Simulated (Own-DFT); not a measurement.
# Strain and stress in wurtzite AlGaN with randomly placed atoms, 72 atoms (Al27Ga9N36)

These are calculations, not measurements. The program, named Own-DFT, is a retired in-house plane-wave density functional code that no person has reviewed. Each row is one single-point run on a periodic cell that was not relaxed, without spin or spin-orbit coupling.

Settings of every run: PBE; PseudoDojo norm-conserving scalar-relativistic files (stringent for Ga); cutoff 96 hartree; 4 x 4 x 3 k mesh centred on Gamma; Gaussian smearing of 0.01 eV.

Known limits: forces on such cells passed a denser k mesh, each cell not checked; stress not checked against mesh or cutoff.

Unstrained cell vectors in Å: (9.394, 0.000, 0.000); (-4.697, 8.135, 0.000); (0.000, 0.000, 10.066). The unstrained cell has measured lattice constants (interpolated for alloys), not those of this functional. That, the random moves and any unrelaxed bonds set the pressure at no strain. Each run strains this cell uniformly, with the atoms carried along. Every atom was also moved at random, by a Gaussian of width 0.05 Å on each axis. The random placing of the alloy's atoms differs from row to row. Strain is the symmetric tensor, in per cent. Stress is positive in tension, and the pressure is minus a third of its trace.

```
run,e_xx (%),e_yy (%),e_zz (%),s_xx (GPa),s_yy (GPa),s_zz (GPa),P (GPa),E (meV/atom)
1,0.00,0.00,-2.00,-8.44,-8.22,-14.33,10.33,19.5
2,0.00,0.00,-1.75,-8.90,-6.46,-14.69,10.02,30.9
3,0.00,0.00,-0.75,-5.08,-7.18,-11.07,7.78,17.9
4,0.00,0.00,2.25,-5.08,-4.57,4.03,1.87,5.8
5,0.00,0.00,-1.00,-7.11,-7.35,-9.09,7.85,0.0
6,0.00,0.00,2.00,-7.80,-2.95,1.55,3.07,31.2
7,0.00,0.00,-0.25,-5.45,-6.60,-8.49,6.85,14.6
8,0.00,0.00,0.75,-5.68,-6.68,-3.23,5.20,26.1
9,0.00,0.00,0.25,?,?,?,?,?
```

E is the free energy for each atom above the lowest run shown.

## Worked fit

The change of volume is close to e_xx + e_yy + e_zz. A straight line through the runs shown gives P = 6.44 - 188 x (fractional change of volume) GPa, with an error of 8 on the slope and a scatter of 0.32 GPa. The strain isn't the same on all axes and the cell isn't cubic, so the slope belongs to this path and is not the bulk modulus.

## Withheld run

Question: what pressure should run 9 give? Its volume changes by 0.25 %.

The line gives 6.0 GPa. The calculation gave 5.83 GPa.
